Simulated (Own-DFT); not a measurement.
# What it costs to cut wurtzite AlN, m plane (10-10)

The numbers are computed, not measured, by runs of the plane-wave DFT program Own-DFT (in-house, retired, unreviewed) at fixed positions, with no spin and no spin-orbit coupling.

Keep in mind (not all hold for every row): some atoms lie very close together; forces not confirmed at this smearing and k mesh; k mesh not checked against a denser one.

Both sets of runs: PBE; PseudoDojo norm-conserving scalar-relativistic files; cutoff 42 hartree; Gaussian smearing of 0.01 eV. The slab has 128 atoms in 16 layers, two equal faces of 62.02 Å² as cut, 15 Å of vacuum, a dipole correction along the normal and a 6 x 3 x 1 mesh. The bulk cell has 128 atoms, the same measured lattice constants and a 3 x 3 x 3 mesh. All atoms were moved at random; u is the rms move along one axis. Energies are counted from -174.06 eV for each atom.

| slab run | u (Å) | E (eV, cell) |
|---|---|---|
| 1 | 0.0197 | 20.509 |
| 2 | 0.0197 | 20.230 |
| 3 | 0.0204 | 20.668 |
| 4 | 0.0210 | 20.165 |
| 5 | 0.0499 | 27.790 |
| 6 | 0.0513 | 28.447 |
| 7 | 0.0920 | 51.870 |
| 8 | 0.0973 | 54.516 |
| 9 | 0.0978 | 59.497 |
| 10 | 0.0985 | 58.770 |
| 11 | 0.1020 | 58.433 |
| 12 | 0.1029 | 62.677 |

| bulk run | u (Å) | E (meV/atom) |
|---|---|---|
| 1 | 0.0193 | -2.68 |
| 2 | 0.0201 | -1.66 |
| 3 | 0.0203 | -1.31 |
| 4 | 0.0206 | -1.14 |
| 5 | 0.0208 | -1.36 |
| 6 | 0.0938 | 284.25 |
| 7 | 0.0998 | 328.83 |
| 8 | 0.0999 | 321.95 |
| 9 | 0.1029 | 325.58 |
| 10 | 0.1037 | 366.53 |

Q: what is the energy of the unrelaxed surface?

## Working it out

Take each set to u = 0 with E = a + b u². Residuals are scaled by 1/(u² + 0.0006 Å²) to tame the large moves. Slab: a = 18.76 ± 0.13 eV. Bulk: a = -15.5 ± 0.4 meV/atom. The excess is 18.76 - 128 x (-0.0155) = 20.75 ± 0.14 eV. Over two faces that is 167 meV/Å², or 2.68 ± 0.02 J/m². Relaxing the faces would lower the energy, and the unlike meshes and the reach from the smallest u down to zero add errors that aren't counted here.
